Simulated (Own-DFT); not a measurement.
Al3GaN4 (wurtzite random alloy, strained, atoms displaced), Al3GaN4 (wurtzite random alloy, atoms displaced), Al3GaAs4 (zincblende random alloy, atoms displaced) (calculated)

Computed with Own-DFT development build. A calculation, not a measurement: plane-wave PBE density functional theory by an unreviewed code, no spin, of a simulated periodic cell, stress positive in tension, free energy of the whole cell less one offset for each atom, forces on such cells passed a denser k mesh, this cell's mesh not checked; offsets are fitted by least squares, one for each functional and potential file, so energies compare only between cells with the same atoms and settings and are not formation energies; the far tail of each file's local potential was reset to the Coulomb form; each entry is a single point on an unrelaxed cell, so the pressure reflects the starting lattice, mostly measured values, from which strain is counted, and rises with the displacements; printed positions are rounded, which can move forces by about a meV/angstrom; the program is a retired in-house code; no spin-orbit coupling; before rounding, a Quantum ESPRESSO 7.3.1 run of the same cell and cutoff gave forces within 1 meV/angstrom rms on each cell, which checks the program and not the settings.

Settings shared by all entries: functional PBE; potential files PseudoDojo norm-conserving, scalar-relativistic, standard set; wave cutoff 42 hartree; occupations Fermi-Dirac; smearing width 0.1 eV.

(1) Al3GaN4 (wurtzite random alloy, strained, atoms displaced)

```
Al3GaN4
1.0
      9.1589     0.0000     0.0000
     -4.5795     7.9318     0.0000
      0.0000     0.0000    10.0655
Al N Ga Al N Al Ga N Al Ga N Ga Al N Al Ga N Al N Al N Al N Al N Al Ga N Ga N Al N Al N Al N Al N Ga Al N Al N
2 2 1 1 2 1 1 2 1 1 2 1 1 2 1 1 2 2 2 2 2 2 2 2 2 1 1 2 2 2 2 2 2 2 2 2 2 2 1 1 2 2 2
Direct
  0.11729 0.21902 0.99616
  0.23267 0.11493 0.25891
  0.11599 0.21813 0.18889
  0.21671 0.11440 0.43880
  0.11061 0.22248 0.51018
  0.20999 0.09978 0.75796
  0.13941 0.23725 0.68791
  0.21964 0.10854 0.93766
  0.10757 0.54836 0.00989
  0.21352 0.43377 0.25844
  0.11120 0.55390 0.19232
  0.22603 0.44943 0.45034
  0.10259 0.54787 0.49661
  0.22416 0.44456 0.75507
  0.11915 0.55549 0.68941
  0.21994 0.44507 0.94400
  0.10632 0.89311 0.99843
  0.22021 0.78551 0.24704
  0.10619 0.88506 0.19172
  0.22360 0.79126 0.44347
  0.11448 0.89087 0.49470
  0.22267 0.77980 0.74698
  0.10372 0.88711 0.69242
  0.23376 0.78179 0.94172
  0.44586 0.22571 0.00303
  0.55519 0.11042 0.25168
  0.44362 0.22211 0.18855
  0.54940 0.11170 0.44414
  0.45060 0.22880 0.50816
  0.55724 0.10410 0.74930
  0.44408 0.21752 0.69197
  0.55906 0.11854 0.93488
  0.43978 0.55516 0.99735
  0.55632 0.44963 0.24801
  0.44063 0.55890 0.19357
  0.57303 0.45942 0.43733
  0.44814 0.54802 0.50293
  0.55724 0.44949 0.74630
  0.45334 0.56894 0.68812
  0.55551 0.44856 0.94282
  0.43496 0.88319 0.00804
  0.55665 0.77535 0.24992
  0.44508 0.89183 0.19327
  0.55349 0.77559 0.43904
  0.44597 0.89557 0.49814
  0.55738 0.77847 0.75012
  0.44299 0.89377 0.68044
  0.55580 0.77961 0.94493
  0.77843 0.21424 0.99955
  0.89551 0.11523 0.24828
  0.76804 0.22116 0.19129
  0.88863 0.11405 0.43548
  0.77513 0.22211 0.49982
  0.89678 0.11348 0.74545
  0.76581 0.22416 0.69073
  0.88960 0.10702 0.93969
  0.76825 0.54353 0.00639
  0.88951 0.43329 0.25200
  0.77795 0.55222 0.19020
  0.88631 0.43928 0.44024
  0.77681 0.56108 0.50404
  0.89055 0.44470 0.74876
  0.77188 0.54367 0.68984
  0.88571 0.44881 0.93788
  0.78175 0.88581 0.99766
  0.88776 0.77080 0.24470
  0.77653 0.88594 0.18981
  0.88633 0.76952 0.43706
  0.77800 0.89469 0.50041
  0.89216 0.78005 0.74801
  0.77221 0.87996 0.68973
  0.89748 0.77868 0.95218
```

- k mesh: 4 x 4 x 3 centred on Gamma
- free energy of cell above offsets: -14.353 eV
- pressure: 18.24 GPa
- stress xx: -22.57 GPa
- stress yy: -21.15 GPa
- stress zz: -10.98 GPa
- stress yz: -1.11 GPa
- stress xz: 0.2 GPa
- stress xy: -1.12 GPa

Force:
```csv
element,x (eV/Å),y (eV/Å),z (eV/Å)
Al,-1.471,0.646,1.355
Al,-1.32,-1.077,-1.183
N,-0.335,-0.997,-0.901
N,2.304,-0.123,0.542
Ga,-0.421,0.362,-1.989
Al,2.514,1.486,-1.295
N,-2.411,-3.645,1.96
N,0.953,1.871,-0.023
Al,-0.896,1.304,-1.46
Ga,0.93,1.354,0.23
N,-0.933,0.532,0.361
N,0.056,-0.1,-0.741
Al,0.74,2.232,0.967
Ga,0.639,2.1,0.496
N,-2.466,-0.67,-1.208
N,0.197,-0.851,0.362
Ga,3.828,-0.367,1.907
Al,1.186,-1.235,1.298
N,0.19,1.7,0.254
N,0.473,-3.231,-1.905
Al,-2.276,0.444,1.079
Ga,0.484,-0.202,1.05
N,0.078,0.642,-1.563
N,-2.285,-2.036,-0.167
Al,0.348,-0.493,-0.888
Al,-0.876,-0.016,0.725
N,0.408,0.497,0.293
N,0.784,2.512,-1.936
Al,-0.856,-0.067,-0.608
Al,-2.041,0.57,0.956
N,-1.029,0.456,0.398
N,-0.032,-1.355,1.139
Al,0.524,0.583,1.393
Al,0.173,-0.276,0.35
N,0.785,-2.223,-1.733
N,-2.079,-2.884,-0.293
Al,-0.952,2.049,-0.332
Al,-0.34,-1.519,1.277
N,0.654,-3.33,-0.589
N,-0.783,-0.502,-0.937
Al,2.398,2.247,-0.301
Ga,-0.536,0.933,0.936
N,-1.086,0.099,-0.482
N,0.934,-0.161,0.979
Ga,0.685,-1.905,-0.279
Ga,-2.029,1.541,1.47
N,0.934,-0.213,1.982
N,-1.036,-0.497,-0.395
Al,-1.239,1.163,-0.134
Al,-0.631,-1.291,-0.209
N,2.398,-0.665,-0.925
N,-0.585,-0.249,0.613
Al,-0.415,-0.339,0.444
Al,-1.007,0.15,0.481
N,3.943,-0.126,-1.025
N,0.764,1.841,-1.4
Al,0.764,1.626,-0.356
Al,-1.399,1.815,0.261
N,0.3,-0.857,0.059
N,-0.546,0.465,-0.293
Al,2.16,-0.468,0.172
Al,0.274,0.096,0.739
N,0.389,2.363,-0.187
N,1.591,-1.153,0.357
Ga,-1.034,-0.299,1.245
Al,-0.781,0.553,1.149
N,1.387,1.381,0.301
N,-0.2,2.286,0.102
Al,0.385,-1.563,-0.846
Al,-0.868,-2.185,1.313
N,2.179,2.878,-0.872
N,-2.541,-3.605,-3.537
```

(2) Al3GaN4 (wurtzite random alloy, atoms displaced)

```
Al3GaN4
1.0
      9.3938     0.0000     0.0000
     -4.6969     8.1352     0.0000
      0.0000     0.0000    10.0655
Ga Al N Al N Al N Ga Al N Al Ga N Al N Al Ga N Al N Al N Al Ga N Al N Al Ga N Al N Al Ga N Al N Ga Al N Al Ga N Al N
1 1 2 2 2 2 2 1 1 2 1 1 2 2 2 1 1 2 2 2 2 2 1 1 2 2 2 1 1 2 2 2 1 1 2 2 2 1 1 2 1 1 2 2 2
Direct
  0.09795 0.20668 0.00158
  0.22242 0.10879 0.24584
  0.11740 0.21618 0.18467
  0.22884 0.12863 0.45377
  0.10906 0.22716 0.50415
  0.22956 0.11247 0.75274
  0.10283 0.22006 0.70295
  0.21611 0.10259 0.95192
  0.11441 0.56259 0.99208
  0.22141 0.43872 0.26027
  0.08872 0.53369 0.18961
  0.23490 0.44122 0.43494
  0.10319 0.54466 0.50162
  0.20836 0.44323 0.76160
  0.13293 0.56755 0.67895
  0.22649 0.44319 0.93682
  0.10208 0.90198 0.01272
  0.20636 0.76517 0.25770
  0.10833 0.88316 0.18622
  0.23200 0.77274 0.43882
  0.10442 0.88145 0.50553
  0.23243 0.79189 0.73359
  0.11806 0.89829 0.69692
  0.22344 0.78556 0.93985
  0.44765 0.22751 0.01559
  0.56741 0.11362 0.26738
  0.43512 0.22829 0.18054
  0.56262 0.10576 0.44305
  0.44809 0.22113 0.51735
  0.56753 0.12024 0.74454
  0.43783 0.18963 0.70297
  0.54960 0.11799 0.94520
  0.44861 0.53635 0.99203
  0.55440 0.45233 0.25101
  0.44570 0.54503 0.19279
  0.56209 0.42260 0.42903
  0.46673 0.55648 0.49701
  0.54786 0.43902 0.74421
  0.43801 0.54285 0.69100
  0.56665 0.45755 0.96052
  0.43577 0.89586 0.00492
  0.55255 0.76276 0.24233
  0.45509 0.89423 0.20007
  0.56410 0.78502 0.43484
  0.43452 0.88690 0.50565
  0.55367 0.77900 0.76002
  0.46967 0.89489 0.69019
  0.55850 0.77305 0.94407
  0.79274 0.25283 0.00387
  0.89025 0.11358 0.25852
  0.77057 0.22162 0.19585
  0.88103 0.10576 0.43793
  0.76825 0.22612 0.50297
  0.89784 0.10639 0.74577
  0.77926 0.21009 0.68323
  0.89143 0.10739 0.93817
  0.77094 0.54993 0.00616
  0.87784 0.43732 0.25672
  0.78429 0.55530 0.18939
  0.89317 0.44815 0.44216
  0.78133 0.54760 0.50438
  0.88552 0.44857 0.74721
  0.77945 0.54479 0.69785
  0.88915 0.43408 0.93859
  0.76707 0.87950 0.00237
  0.88404 0.78953 0.25960
  0.77604 0.88899 0.19324
  0.87030 0.76624 0.44217
  0.77431 0.89537 0.49231
  0.89430 0.78473 0.75263
  0.77733 0.89059 0.69363
  0.88587 0.76271 0.93577
```

* k mesh: 4 x 4 x 3 centred on Gamma
* free energy of cell above offsets: -9.226 eV
* pressure: 9.48 GPa
* stress xx: -10.43 GPa
* stress yy: -6.58 GPa
* stress zz: -11.42 GPa
* stress yz: 2.03 GPa
* stress xz: -2.12 GPa
* stress xy: -0.09 GPa

Force:
```csv
element,x (eV/Å),y (eV/Å),z (eV/Å)
Ga,0.884,2.085,-0.381
Al,0.637,0.347,1.118
N,-2.08,0.385,3.047
N,0.724,-2.721,-1.021
Al,0.123,-0.321,0.417
Al,-2.223,-0.133,1.889
N,4.542,2.62,-2.65
N,1.474,2.266,-2.448
Al,0.428,-0.201,1.256
Al,-0.205,-0.168,-3.402
N,1.931,0.943,-0.133
N,-0.489,0.19,2.3
Ga,2.82,0.718,-1.597
Al,1.908,-0.393,-2.124
N,-2.222,-0.219,3.3
N,-0.484,0.573,1.663
Al,1.281,-3.538,-2.808
Ga,1.632,0.05,-2.525
N,-0.623,1.123,2.868
N,-3.093,0.426,2.236
Al,-0.171,1.365,-0.665
Al,1.235,-0.651,2.838
N,-0.632,-1.442,-1.782
N,-0.507,-0.554,-0.726
Al,-0.027,-0.752,-4.729
Ga,-2.807,-0.967,-3.487
N,0.975,-0.051,5.865
N,-2.624,0.109,3.622
Al,-0.325,-1.14,-2.181
Al,2.961,-2.593,3.397
N,-2.337,3.919,-2.318
N,1.791,0.45,-0.793
Al,-5.704,3.605,2.111
Al,2.724,-2.376,-1.178
N,-2.5,1.159,-0.972
N,-1.212,1.295,2.665
Al,-1.736,0.15,-0.103
Ga,1.433,-0.526,2.218
N,-1.046,0.559,-1.061
N,2.016,-4.628,-3.44
Al,1.469,0.21,0.48
Al,-1.22,1.746,0.882
N,-0.888,-1.797,-1.416
N,-1.048,-1.985,0.346
Al,3.722,0.179,-0.817
Ga,2.146,-1.458,-0.362
N,-4.582,0.979,-1.216
N,-1.87,-0.789,1.529
Al,-0.318,-9.078,2.042
Al,0.019,0.107,-2.368
N,2.726,1.217,-0.915
N,0.654,2.359,1.083
Al,2.66,-0.492,-0.273
Ga,-3.341,-1.158,2.062
N,-1.09,2.99,0.523
N,-3.126,-1.038,0.879
Al,2.941,1.624,-0.008
Al,0.246,0.623,-0.892
N,-1.351,-0.122,0.977
N,-0.258,-2.301,-0.706
Ga,-1.57,0.595,0.051
Al,3.555,-2.173,1.256
N,-2.166,2.198,-1.054
N,-0.274,6.688,-2.932
Al,1.519,1.281,-0.336
Ga,2.035,-2.014,-1.684
N,-1.222,1.063,-1.054
N,1.744,1.876,1.977
Al,0.23,-1.115,2.142
Al,-0.534,-0.714,0.139
N,1.413,-2.067,-1.828
N,-0.695,1.6,1.21
```

(3) Al3GaAs4 (zincblende random alloy, atoms displaced)

```
Al3GaAs4
1.0
     11.3183     0.0000     0.0000
      0.0000    11.3183     0.0000
      0.0000     0.0000    11.3183
Ga Al As Ga Al Ga Al As Al Ga Al As Al As Al As Al As Ga Al As Ga Al As
1 3 4 1 1 1 1 4 2 1 1 4 4 4 4 4 4 4 2 2 4 2 2 4
Direct
  0.98921 0.00966 0.00391
  0.99851 0.25339 0.25341
  0.24523 0.99694 0.23889
  0.25745 0.24966 0.99968
  0.13731 0.12288 0.13275
  0.12755 0.36977 0.38242
  0.38368 0.11405 0.36974
  0.37483 0.38637 0.12467
  0.00245 0.98847 0.48571
  0.00537 0.24748 0.75938
  0.25625 0.99993 0.76001
  0.24571 0.25526 0.50053
  0.12973 0.11510 0.62510
  0.13118 0.38206 0.87700
  0.37502 0.14061 0.88512
  0.37665 0.37910 0.62342
  0.99908 0.50335 0.99567
  0.99011 0.75286 0.25297
  0.23727 0.50295 0.25721
  0.24386 0.74855 0.99700
  0.13191 0.63921 0.12233
  0.11194 0.88733 0.37054
  0.36598 0.62480 0.36569
  0.36961 0.86033 0.12693
  0.00285 0.50063 0.48990
  0.99453 0.74215 0.74971
  0.24763 0.50038 0.75057
  0.24499 0.74729 0.49604
  0.12570 0.61635 0.62188
  0.12924 0.87296 0.87905
  0.36484 0.62812 0.87258
  0.38773 0.87272 0.62235
  0.49894 0.00025 0.00718
  0.49520 0.25338 0.24613
  0.74480 0.00417 0.24928
  0.74610 0.24553 0.00100
  0.62718 0.13658 0.13307
  0.62162 0.37746 0.37321
  0.88099 0.13012 0.38462
  0.87601 0.37708 0.13496
  0.49029 0.98567 0.49929
  0.49950 0.23909 0.74557
  0.75606 0.00708 0.73839
  0.74903 0.25861 0.49781
  0.62828 0.12474 0.62084
  0.62697 0.37245 0.86480
  0.87809 0.14060 0.87518
  0.88580 0.36763 0.63695
  0.49871 0.50387 0.00326
  0.48709 0.75918 0.23535
  0.74678 0.49210 0.24444
  0.74750 0.75510 0.00561
  0.62470 0.62319 0.12254
  0.62590 0.87167 0.37866
  0.87794 0.61747 0.36308
  0.88087 0.86521 0.14004
  0.50768 0.50016 0.50181
  0.50523 0.75197 0.74748
  0.74387 0.50584 0.75084
  0.74443 0.74689 0.49930
  0.61480 0.62200 0.61242
  0.62959 0.87058 0.86390
  0.87791 0.62480 0.88541
  0.89103 0.87683 0.63240
```

- k mesh: 3 x 3 x 3 centred on Gamma
- free energy of cell above offsets: -14.743 eV
- pressure: 3.97 GPa
- stress xx: -3.98 GPa
- stress yy: -3.94 GPa
- stress zz: -3.99 GPa
- stress yz: 1.46 GPa
- stress xz: 0.04 GPa
- stress xy: 1.02 GPa

Force:
```csv
element,x (eV/Å),y (eV/Å),z (eV/Å)
Ga,0.972,-0.727,0.235
Al,0.696,-0.632,0.128
Al,1.447,-0.922,1.739
Al,-1.42,1.564,1.427
As,-1.97,1.752,-1.616
As,-0.797,0.459,-1.246
As,-1.226,0.772,-0.042
As,-0.668,-0.748,0.534
Ga,-1.589,2.407,2.983
Al,1.623,0.28,-0.955
Ga,0.257,-0.035,-0.475
Al,1.429,-1.552,0.692
As,-0.351,0.493,0.064
As,-0.424,-0.944,0.439
As,1.252,-2.306,-1.133
As,-0.008,-0.562,0.235
Al,0.858,-0.436,1.404
Al,2.459,-1.431,0.88
Ga,0.212,-0.23,-0.928
Al,1.021,0.335,-0.516
As,-1.931,-1.529,1.11
As,2.907,-2.912,-1.851
As,1.177,0.367,0.896
As,-1.549,2.92,-2.397
Al,-0.568,-0.475,1.096
Al,1.338,-0.202,0.534
Al,0.594,-0.071,-0.482
Al,0.057,0.602,0.095
As,-0.426,0.858,-0.015
As,-1.34,0.578,-0.458
As,1.23,0.003,-0.096
As,-2.564,-0.893,1.236
Al,0.155,-0.104,-0.345
Al,-0.435,0.317,0.593
Al,0.884,-0.285,0.898
Al,0.375,1.4,-0.113
As,-0.379,-1.199,-0.719
As,0.12,-0.352,-0.195
As,-0.929,-0.272,-0.828
As,0.338,-0.574,-1.768
Al,1.972,1.744,-0.862
Al,0.137,1.015,-0.168
Al,0.274,-0.261,0.869
Al,0.5,-0.12,0.713
As,-0.645,-0.304,-0.789
As,-0.665,-0.081,1
As,-1.051,-1.683,0.418
As,-1.045,1.32,-1.184
Ga,0.123,-0.12,-1.341
Ga,2.727,-2.475,2.763
Al,-0.419,0.9,0.528
Al,0.36,-0.173,-0.185
As,-0.04,0.572,0.409
As,-0.48,0.209,-1.039
As,-1.015,0.15,1.016
As,-2.353,2.647,-2.368
Ga,-2.148,-0.75,-1.508
Ga,-0.71,-1.031,0.1
Al,0.928,-0.154,-0.45
Al,1.433,-0.018,0.08
As,1.79,1.111,1.986
As,0.415,1.333,1.117
As,-1.393,0.609,-0.992
As,-1.517,-0.155,-1.149
```
